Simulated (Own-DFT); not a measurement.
# What a defect does to the pressure of its cell: zincblende GaAs

Calculated, not measured: single-point runs of Own-DFT, a retired in-house plane-wave DFT program that no person has reviewed, on unrelaxed cells, without spin or spin-orbit coupling.

Settings: PBE; PseudoDojo norm-conserving scalar-relativistic files; cutoff 42 hartree; 3 x 3 x 3 k mesh centred on Gamma; Fermi-Dirac smearing of 0.1 eV.

Known weak points (not all hold for every row): not probed for a lower state with spin; forces not confirmed at this smearing and k mesh; stress not checked against mesh or cutoff.

All runs share one cell, with vectors in Å (11.737, 0.000, 0.000); (0.000, 11.737, 0.000); (0.000, 0.000, 10.833) and a volume of 1492.4 Å³, strained against the parent crystal. u is the rms random offset of the atoms per axis. The defect's site can differ from row to row.

| cell | formula | u (Å) | P (GPa) |
|---|---|---|---|
| no defect | As32Ga32 | 0.0265 | 1.23 |
| no defect | As32Ga32 | 0.0479 | 1.51 |
| no defect | As32Ga32 | 0.0483 | 1.52 |
| one Al on a Ga site | AlAs32Ga31 | 0.0291 | 1.22 |
| one Al on a Ga site | AlAs32Ga31 | 0.0308 | 1.19 |
| one Al on a Ga site | AlAs32Ga31 | 0.0489 | ? |
| one Al on a Ga site | AlAs32Ga31 | 0.0512 | 1.51 |
| one As vacancy and one Ga vacancy | As31Ga31 | 0.0276 | 0.88 |
| one As vacancy and one Ga vacancy | As31Ga31 | 0.0509 | 1.16 |
| one As vacancy and one Ga vacancy | As31Ga31 | 0.0517 | 1.42 |
| one In on a Ga site | As32Ga31In | 0.0453 | 2.06 |
| one In on a Ga site | As32Ga31In | 0.0463 | 2.10 |
| one In on a Ga site | As32Ga31In | 0.0486 | 2.15 |
| one P on an As site | As31Ga32P | 0.0275 | 0.99 |
| one P on an As site | As31Ga32P | 0.0289 | 1.00 |
| one P on an As site | As31Ga32P | 0.0316 | 1.02 |

## Worked fit

P = P0 + c u² + a shift for each defect gives P0 = 1.08 GPa, c = 196 ± 25 GPa/Å² and a scatter of 0.06 GPa. The shifts, and each times the cell's volume:

- one In on a Ga site: 0.60 ± 0.05 GPa, 5.6 eV
- one Al on a Ga site: -0.06 ± 0.05 GPa, -0.5 eV (not resolved)
- one P on an As site: -0.24 ± 0.06 GPa, -2.3 eV
- one As vacancy and one Ga vacancy: -0.32 ± 0.05 GPa, -3.0 eV

A positive shift means that the defect pushes the cell outwards. Shift times volume (160.2 GPa Å³ is 1 eV) depends little on the cell's size, so, taken for each site, it can be compared between cells at like pressure. The atoms around the defects weren't relaxed, which would change these numbers.

## Check

Question: what pressure belongs in the blank (one Al on a Ga site, u = 0.0489 Å)?

The fitted form gives 1.49 ± 0.08 GPa. The calculation gave 1.57 GPa.
